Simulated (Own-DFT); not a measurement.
Simulation results for SiC (4H silicon carbide, atoms displaced)

All values are calculated (Own-DFT development build). A calculation, not a measurement: plane-wave PBE density functional theory by an unreviewed code, no spin, of a simulated periodic cell, stress positive in tension, free energy of the whole cell less one offset for each atom, forces on such cells passed a denser k mesh, this cell's mesh not checked; offsets are fitted by least squares, one for each functional and potential file, so energies compare only between cells with the same atoms and settings and are not formation energies; the far tail of each file's local potential was reset to the Coulomb form; each entry is a single point on an unrelaxed cell, so the pressure reflects the starting lattice, mostly measured values (interpolated for alloys), from which strain is counted, and rises with the displacements; printed positions are rounded, which can move forces by about a meV/angstrom; the program, named Own-DFT, is a retired in-house code; no spin-orbit coupling.

```cif
# cell vector a (Å): 6.1654 0.0000 0.0000
# cell vector b (Å): -3.0827 5.3394 0.0000
# cell vector c (Å): 0.0000 0.0000 10.0681
data_SiC
_symmetry_space_group_name_H-M 'P 1'
_symmetry_Int_Tables_number 1
_cell_length_a 6.1654
_cell_length_b 6.1654
_cell_length_c 10.0681
_cell_angle_alpha 90.000
_cell_angle_beta 90.000
_cell_angle_gamma 120.000
_cell_volume 331.44
loop_
_atom_site_label
_atom_site_type_symbol
_atom_site_fract_x
_atom_site_fract_y
_atom_site_fract_z
_atom_site_occupancy
Si1 Si 0.99653 0.99322 0.40650 1
Si2 Si 0.16467 0.33109 0.16039 1
C1 C 0.99560 0.99406 0.09641 1
C2 C 0.16842 0.33758 0.34608 1
Si3 Si 0.99983 0.49494 0.40651 1
Si4 Si 0.18168 0.84626 0.15627 1
C3 C 0.00627 0.49708 0.09341 1
C4 C 0.16525 0.83032 0.34612 1
Si5 Si 0.51100 0.00637 0.40610 1
Si6 Si 0.66540 0.33820 0.15898 1
C5 C 0.50488 0.00421 0.08875 1
C6 C 0.67334 0.33423 0.34328 1
Si7 Si 0.50114 0.50847 0.39843 1
Si8 Si 0.66827 0.83708 0.15570 1
C7 C 0.48892 0.49492 0.09150 1
C8 C 0.67474 0.83772 0.34968 1
Si9 Si 0.00274 0.00820 0.90241 1
Si10 Si 0.83432 0.66880 0.66125 1
C9 C 0.00681 0.00341 0.59290 1
C10 C 0.83134 0.66674 0.84082 1
Si11 Si 0.99398 0.49434 0.90507 1
Si12 Si 0.83255 0.16232 0.65583 1
C11 C 0.99256 0.49633 0.59456 1
C12 C 0.83157 0.17052 0.84500 1
Si13 Si 0.50469 0.99588 0.90235 1
Si14 Si 0.33281 0.66504 0.65785 1
C13 C 0.49526 0.99552 0.59367 1
C14 C 0.33379 0.66798 0.84478 1
Si15 Si 0.50328 0.50242 0.90124 1
Si16 Si 0.33474 0.16581 0.65730 1
C15 C 0.50658 0.49786 0.59662 1
C16 C 0.32739 0.15882 0.84011 1
_calc_functional 'PBE'
_calc_potential_files 'PseudoDojo norm-conserving, scalar-relativistic, standard set'
_calc_wave_cutoff 42  # hartree
_calc_occupations 'Fermi-Dirac'
_calc_smearing_width 0.1  # eV
_calc_hardware 'one NVIDIA H100'
_calc_k_mesh '5 x 5 x 3 centred on Gamma'
_calc_stress_xx ?
```

**Q.** Give the missing stress xx for SiC (4H silicon carbide, atoms displaced).
**A.** -3.89 GPa

**Q.** Give the table of force values for SiC (4H silicon carbide, atoms displaced).
**A.** 
Force:
```csv
element,x (eV/Å),y (eV/Å),z (eV/Å)
Si,1.264,1.152,0.462
Si,-0.299,-0.218,-0.938
C,0.536,0.759,-0.772
C,0.3,-0.884,-0.165
Si,-0.217,0.989,0.455
Si,-0.786,-1.783,-0.105
C,-1.21,0.757,0.131
C,0.827,0.523,-0.382
Si,-1.331,-0.709,0.5
Si,0.876,0.018,-1.408
C,0.148,0.363,0.824
C,-0.983,0.172,0.107
Si,0.917,-1.207,2.304
Si,-0.163,-0.667,0.02
C,1.031,0.681,0.416
C,-0.956,-0.017,-1.719
Si,0.053,-1.024,1.117
Si,0.182,-0.107,-1.93
C,-0.578,-0.507,0.357
C,0.361,0.442,1.55
Si,0.391,1.252,0.735
Si,-0.281,0.312,-0.234
C,0.744,0.156,0.111
C,0.604,-0.592,-0.769
Si,-1.309,0.384,0.488
Si,0.041,-0.506,-0.725
C,0.65,0.271,0.044
C,-0.109,-0.605,-0.26
Si,-0.555,-0.854,0.674
Si,0.107,0.187,-0.902
C,-0.96,0.408,-0.956
C,0.705,0.852,0.971
```

Further results for SiC (4H silicon carbide, atoms displaced):

```
free energy of cell above offsets : -4.855 eV
pressure                          : 3.54 GPa
stress yy                         : -2.66 GPa
stress zz                         : -4.06 GPa
stress yz                         : 0.21 GPa
stress xz                         : 0.2 GPa
stress xy                         : -0.77 GPa
wall time                         : 121.9 s
```
